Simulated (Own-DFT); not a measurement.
# How much smaller does PBEsol make it? zincblende AlGaAs with randomly placed atoms, 64 atoms (Al8As32Ga24)

Everything here is calculated. The program is Own-DFT (plane waves, in-house, since retired, never reviewed by a person); positions were held fixed, and spin and spin-orbit coupling were off.

Caveats: forces not confirmed at this smearing and k mesh; stress not checked against mesh or cutoff.

Each geometry was run with PBE and with PBEsol, otherwise alike: PseudoDojo norm-conserving scalar-relativistic files made for PBE; cutoff 42 hartree; 3 x 3 x 3 k mesh centred on Gamma; Fermi-Dirac smearing of 0.1 eV. Unstrained cell vectors in Å: (11.311, 0.000, 0.000); (0.000, 11.310, 0.000); (0.000, 0.000, 11.311). Each has a uniform strain, of which the change of volume is shown, and random moves of rms u per axis. The random placing of the alloy's atoms differs from row to row.

| run | volume change (%) | u (Å) | P with PBE (GPa) | P with PBEsol (GPa) |
|---|---|---|---|---|
| 1 | -0.12 | 0.0490 | 3.94 | 1.13 |
| 2 | -1.58 | 0.0499 | 5.05 | 2.17 |
| 3 | -0.29 | 0.0530 | 4.09 | 1.28 |
| 4 | -0.49 | 0.0495 | 4.13 | 1.32 |
| 5 | 1.14 | 0.0551 | 3.04 | 0.31 |
| 6 | -2.81 | 0.0515 | 6.34 | 3.40 |
| 7 | -0.11 | 0.0491 | 3.90 | 1.11 |
| 8 | 3.88 | 0.0475 | 1.14 | -1.47 |
| 9 | 0.69 | 0.0514 | 3.35 | 0.60 |
| 10 | 2.80 | 0.0496 | 1.84 | -0.80 |
| 11 | 1.86 | 0.0483 | 2.34 | -0.36 |
| 12 | 1.41 | 0.0465 | 2.66 | ? |

Asked: by how much does PBEsol shrink this cell, and what belongs in the blank?

## Working it out

Write v for the change of volume as a fraction. Fitted to v and u², the PBE pressure has a slope of -76 ± 3 GPa in v, with the ions held to the strained lattice. The difference PBEsol less PBE is -2.79 + 5.1 v GPa (slope ± 0.1) and averages -2.77 GPa. Divided by the mean slope of the two, 73 GPa, that makes PBEsol's volume at a given pressure, near 2 GPa, about 3.8 % smaller, or 1.26 % in lengths. At one volume PBEsol's slope is the smaller by 5 GPa, but its pressure there is lower too. If stiffness rises by about 4 GPa for each GPa, PBEsol at equal pressure is stiffer by about 6 GPa. Files made for PBEsol would give a different shift.

For run 12 the line gives -0.06 GPa. The calculation gave -0.06 GPa.
